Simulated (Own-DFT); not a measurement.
Al₃₂O₄₇ (corundum with one vacancy, atoms displaced) (calculated)

All values are calculated (Own-DFT development build). A calculation, not a measurement: plane-wave PBE density functional theory by an unreviewed code, no spin, of a simulated periodic cell, stress positive in tension, free energy of the whole cell less one offset for each atom, defect cell not probed for a lower state with spin; oxygen file: force components 24 meV/angstrom off all-electron in one glass; forces on such cells passed a denser k mesh, this cell's mesh not checked; offsets are fitted by least squares, one for each functional and potential file, so energies compare only between cells with the same atoms and settings and are not formation energies; the far tail of each file's local potential was reset to the Coulomb form; each entry is a single point on an unrelaxed cell, so the pressure reflects the starting lattice, mostly measured values, from which strain is counted, and rises with the displacements; printed positions are rounded, which can move forces by about a meV/angstrom; the program is a retired in-house code; no spin-orbit coupling; before rounding, a Quantum ESPRESSO 7.3.1 run of the same cell and cutoff gave forces within 1 meV/angstrom rms on each cell, which checks the program and not the settings.

```xyz
79
Lattice="5.4940 0.0000 8.6604 -2.7470 4.7579 8.6604 -2.7470 -4.7579 8.6604" Properties=species:S:1:pos:R:3:force_x:R:1:force_y:R:1:force_z:R:1 formula=Al32O47 functional=PBE potential_files=PseudoDojo_norm-conserving,scalar-relativistic,standard_set wave_cutoff=72 occupations=Fermi-Dirac smearing_width=0.1 k_mesh=3_x_3_x_3_centred_on_Gamma free_energy_of_cell_above_offsets=-56.654 pressure=7.08 stress_xx=-6.71 stress_yy=-7.67 stress_zz=-6.85 stress_yz=-0.09 stress_xz=0.14 stress_xy=-0.02
Al    -0.0070    -0.0055     4.5025      0.383      0.609      1.817
Al    -0.0441     0.0096     8.4084      0.943     -0.349      0.082
Al     0.0094     0.0517    11.0986      1.092      -0.68     -0.467
Al    -0.0329    -0.0269     1.9302      0.976      1.083     -0.654
O     -0.1279     1.6945     7.5774      0.061      -1.08      0.499
O      1.5104    -0.7513     7.6256     -0.524      0.239     -0.241
O     -1.4011    -0.9031     7.5921      0.256      0.147     -0.312
O      0.1272    -1.6366     5.4407     -0.156       0.28     -0.353
O     -1.5129     0.7036     5.4213       0.42      0.189     -0.367
O      1.3472     0.9485     5.4086      0.266     -0.978      0.477
Al    -1.3606    -2.3825     8.8892     -0.361      0.017      0.049
Al    -1.4090    -2.3380    12.7251      0.638     -0.971      0.842
Al    -1.3851    -2.4166    15.4022      0.553      1.059     -0.212
Al    -1.3630    -2.3728     6.2463      -0.16     -0.191      0.127
O     -1.4394    -0.6996    11.8874     -1.041      -0.21       0.28
O      0.0466    -3.1240    11.9120      0.904      0.364      -0.03
O     -2.7971    -3.2973    11.9618      0.198      0.285     -0.851
O     -1.2450    -3.9875     9.7358     -0.644     -1.087      0.686
O     -2.8998    -1.6661     9.7465      0.781      0.705      0.483
O     -0.0494    -1.4819     9.7594      0.794      0.786      0.173
Al    -1.3239     2.3846     8.9183     -1.012       0.36     -0.769
Al    -1.4059     2.4454    12.7987      0.743     -1.062     -0.207
Al    -1.3704     2.3368    15.4213     -0.237      0.684     -0.148
Al    -1.3858     2.3671     6.2405       0.36      0.317      0.368
O     -1.5021     4.0468    11.9293      0.408     -0.092     -0.528
O      0.1507     1.6774    11.9192     -0.685      0.591      0.269
O     -2.7201     1.4598    11.9208     -0.603     -0.035     -0.643
O     -1.2711     0.7176     9.7148      0.353      0.548       0.17
O     -2.8705     3.1138     9.7462      0.336     -0.356       -0.2
O     -0.0226     3.3107     9.7559      0.682      -0.12      0.563
Al    -2.7807    -0.0216    13.1882      0.652      0.623      1.471
Al    -2.7286     0.0160    17.1175     -0.499      0.536     -0.466
Al    -2.6880    -0.0366    19.7539      -0.29      0.218      0.559
Al    -2.6718     0.0088    10.5873     -1.078     -0.075     -0.566
O     -2.8453     1.6689    16.2188      0.039      -0.19      0.337
O     -1.2819    -0.6744    16.3086      0.669     -1.231     -0.939
O     -4.0161    -0.8855    16.1992      -1.74     -0.392      0.101
O     -2.6229    -1.6876    14.0847     -0.465      1.067     -0.761
O     -4.2356     0.7572    14.0333      0.116     -0.364      -0.12
O     -1.3377     0.9408    14.0470     -0.986     -0.128     -0.373
Al     2.8019    -0.0376     8.9148     -1.245       0.99     -0.121
Al     2.7633     0.0306    12.7541      -0.32       -0.5     -0.035
Al     2.7551     0.0061    15.3346     -0.651     -0.384      1.058
Al     2.7419    -0.0326     6.3130     -0.261      1.133     -0.909
O      2.6453     1.6103    11.8761       0.22      1.111      0.002
O      4.2618    -0.7247    11.9314     -0.606      -0.47     -0.616
O      1.4302    -0.9495    11.9320     -0.989      0.671     -0.826
O      2.8432    -1.6502     9.7018      0.128     -0.754      0.884
O      1.2607     0.7402     9.7755     -0.072     -0.587     -0.587
O      4.1251     0.9129     9.7115      0.407     -0.175      0.628
Al     1.3606    -2.3497    13.1876       -0.4     -0.792      0.957
Al     1.3520    -2.3587    17.1074      0.852     -0.222     -0.999
Al     1.4101    -2.3269    19.7402     -0.727     -1.646     -0.509
Al     1.3605    -2.4010    10.5624     -0.513      0.839      0.327
O      1.2616    -0.7057    16.2369      0.159     -0.273     -0.112
O      2.9442    -3.0720    16.2732     -1.568     -0.759     -0.545
O      0.0192    -3.2994    16.2555     -0.314     -0.334     -0.239
O      1.4915    -4.0215    14.0874     -0.182      -0.17      0.071
O     -0.1470    -1.6486    14.0645      0.482      0.553      0.124
O      2.7422    -1.4841    14.0502      0.172      0.622      0.257
Al     1.3750     2.4225    13.2758          0     -0.245     -0.684
Al     1.3632     2.3541    17.0876      0.195     -0.366      -0.73
Al     1.3562     2.3896    19.7051      0.334     -0.235      0.418
Al     1.3935     2.3693    10.5798     -0.005      0.134      0.299
O      1.2568     3.9881    16.2628      0.525      0.495     -0.429
O      2.8309     1.6585    16.1921       0.42      0.324      0.521
O     -0.0129     1.4182    16.1759        0.7      0.903      1.418
O      1.4526     0.7740    14.0768       0.81     -0.412     -0.442
O     -0.1061     3.1331    14.1002      0.048     -0.159     -0.412
O      2.7742     3.3056    14.0642     -0.288      0.115      0.008
Al     0.0223    -0.0114    17.5904     -0.672      -0.01     -0.959
Al     0.0128    -0.0057    21.3453     -1.376      0.149      0.914
Al    -0.0177     0.0038    24.0827      0.877      0.427     -0.328
Al    -0.0057     0.0536    14.8840     -0.107     -1.439      0.581
O     -0.1214     1.6604    20.5381      0.171     -0.285     -0.157
O      1.4732    -0.7692    20.5802      0.794      1.039     -0.155
O      0.1257    -1.6888    18.3569      -0.61      0.659      1.078
O     -1.5267     0.7568    18.4328      1.208     -0.751     -0.532
O      1.3765     0.9370    18.3850      0.261     -0.308      0.632
```

Units: wave_cutoff in hartree; smearing_width, free_energy_of_cell_above_offsets in eV; pressure, stress_xx, stress_yy, stress_zz, stress_yz, stress_xz, stress_xy in GPa; force_x, force_y, force_z in eV/Å.
